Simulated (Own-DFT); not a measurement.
# Cleaving wurtzite AlN, m plane (10-10)

Calculated, not measured: single-point runs of Own-DFT, a retired in-house plane-wave DFT program that no person has reviewed, on unrelaxed cells, without spin or spin-orbit coupling.

Known weak points (not all hold for every row): some atoms lie very close together; k mesh not checked against a denser one.

Both sets of runs: PBE; PseudoDojo norm-conserving scalar-relativistic files; cutoff 42 hartree; Gaussian smearing of 0.01 eV. The slab has 128 atoms in 16 layers, two equal faces of 62.02 Å² as cut, 15 Å of vacuum, a dipole correction along the normal and a 6 x 3 x 1 mesh. The bulk cell has 128 atoms, the same measured lattice constants and a 3 x 3 x 3 mesh. In the slab only the 32 atoms nearest the faces were moved at random; u is their rms move along one axis. Energies are counted from -174.06 eV for each atom.

```
slab run   u (Å)  E (eV, cell)
       1  0.0443        20.599
       2  0.0473        21.128
       3  0.0487        21.385
       4  0.0492        21.513
       5  0.0509        20.362
       6  0.0510        20.655
       7  0.0510        21.034
       8  0.0931        25.243
       9  0.0936        27.894
      10  0.0965        26.257
      11  0.1061        29.313
      12  0.1091        29.061
```

| bulk run | u (Å) | E (meV/atom) |
|---|---|---|
| 1 | 0.0191 | -3.42 |
| 2 | 0.0194 | -2.05 |
| 3 | 0.0197 | -1.92 |
| 4 | 0.0200 | -2.56 |
| 5 | 0.0201 | -1.04 |
| 6 | 0.0962 | 311.55 |
| 7 | 0.0996 | 291.47 |
| 8 | 0.0999 | 300.83 |
| 9 | 0.1036 | 357.38 |
| 10 | 0.1038 | 358.25 |

The question: what is the energy of the unrelaxed surface?

## Working it out

Take each set to u = 0 with E = a + b u². Rows are weighted down as u grows, with residuals divided by u² + 0.0006 Å². Slab: a = 18.94 ± 0.29 eV. Bulk: a = -15.2 ± 0.7 meV/atom. The excess is 18.94 - 128 x (-0.0152) = 20.88 ± 0.30 eV. Over two faces that is 168 meV/Å², or 2.70 ± 0.04 J/m². Relaxing the faces would lower the energy, and the unlike meshes and the reach from the smallest u down to zero add errors that aren't counted here.
